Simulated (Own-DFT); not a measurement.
# Strain and stress in diamond-structure SiGeSn with randomly placed atoms, 64 atoms (Ge48Si8Sn8)

All numbers below are calculated, not measured. They come from Own-DFT, an in-house plane-wave density functional program, since retired, whose code no person has reviewed. Each row is one single-point run on a periodic cell that was not relaxed, without spin or spin-orbit coupling.

Settings of every run: PBE; PseudoDojo norm-conserving scalar-relativistic files; cutoff 49 hartree; 3 x 3 x 3 k mesh centred on Gamma; Fermi-Dirac smearing of 0.1 eV.

Known limits: forces on such cells moved up to 12 meV/angstrom on a denser k mesh; stress not checked against mesh or cutoff.

Unstrained cell vectors in Å: (11.467, 0.000, 0.000); (0.000, 11.467, 0.000); (0.000, 0.000, 11.467). The unstrained cell has measured lattice constants (interpolated for alloys), not those of this functional. That, the random moves and any unrelaxed bonds set the pressure at no strain. Each run strains this cell uniformly, with the atoms carried along. Every atom was also moved at random, by a Gaussian of width 0.05 Å on each axis. The random placing of the alloy's atoms differs from row to row. Strain is the symmetric tensor, in per cent. Stress is positive in tension, and the pressure is minus a third of its trace.

| run | e_xx (%) | e_yy (%) | e_zz (%) | s_xx (GPa) | s_yy (GPa) | s_zz (GPa) | P (GPa) | E (meV/atom) |
|---|---|---|---|---|---|---|---|---|
| 1 | 2.50 | 2.50 | 0.00 | -1.15 | -1.04 | -2.45 | 1.55 | 0.0 |
| 2 | -2.50 | -2.50 | 0.00 | -10.24 | -10.17 | -8.46 | 9.62 | 90.9 |
| 3 | -2.25 | -2.25 | 0.00 | -9.49 | -9.44 | -7.99 | 8.97 | 71.6 |
| 4 | -0.50 | -0.50 | 0.00 | -6.26 | -6.19 | -5.66 | 6.04 | 49.9 |
| 5 | -1.50 | -1.50 | 0.00 | -7.88 | -8.20 | -7.22 | 7.77 | 67.7 |
| 6 | 2.25 | 2.25 | 0.00 | -1.44 | -1.38 | -2.63 | 1.82 | 0.6 |
| 7 | -2.00 | -2.00 | 0.00 | -8.91 | -8.81 | -7.79 | 8.50 | 67.7 |
| 8 | -1.75 | -1.75 | 0.00 | -8.30 | -8.25 | -7.22 | 7.92 | 53.3 |
| 9 | 0.50 | 0.50 | 0.00 | ? | ? | ? | ? | ? |

E is the free energy for each atom above the lowest run shown.

## Worked fit

The change of volume is close to e_xx + e_yy + e_zz. A straight line through the runs shown gives P = 5.42 - 79 x (fractional change of volume) GPa, with an error of 2 on the slope and a scatter of 0.18 GPa. The strain isn't the same on all axes, but the crystal is cubic, so the slope still estimates the bulk modulus, averaged over pressures from 1.5 to 9.6 GPa.

## Withheld run

Question: what pressure should run 9 give? Its volume changes by 1.00 %.

The line gives 4.6 GPa. The calculation gave 4.58 GPa.
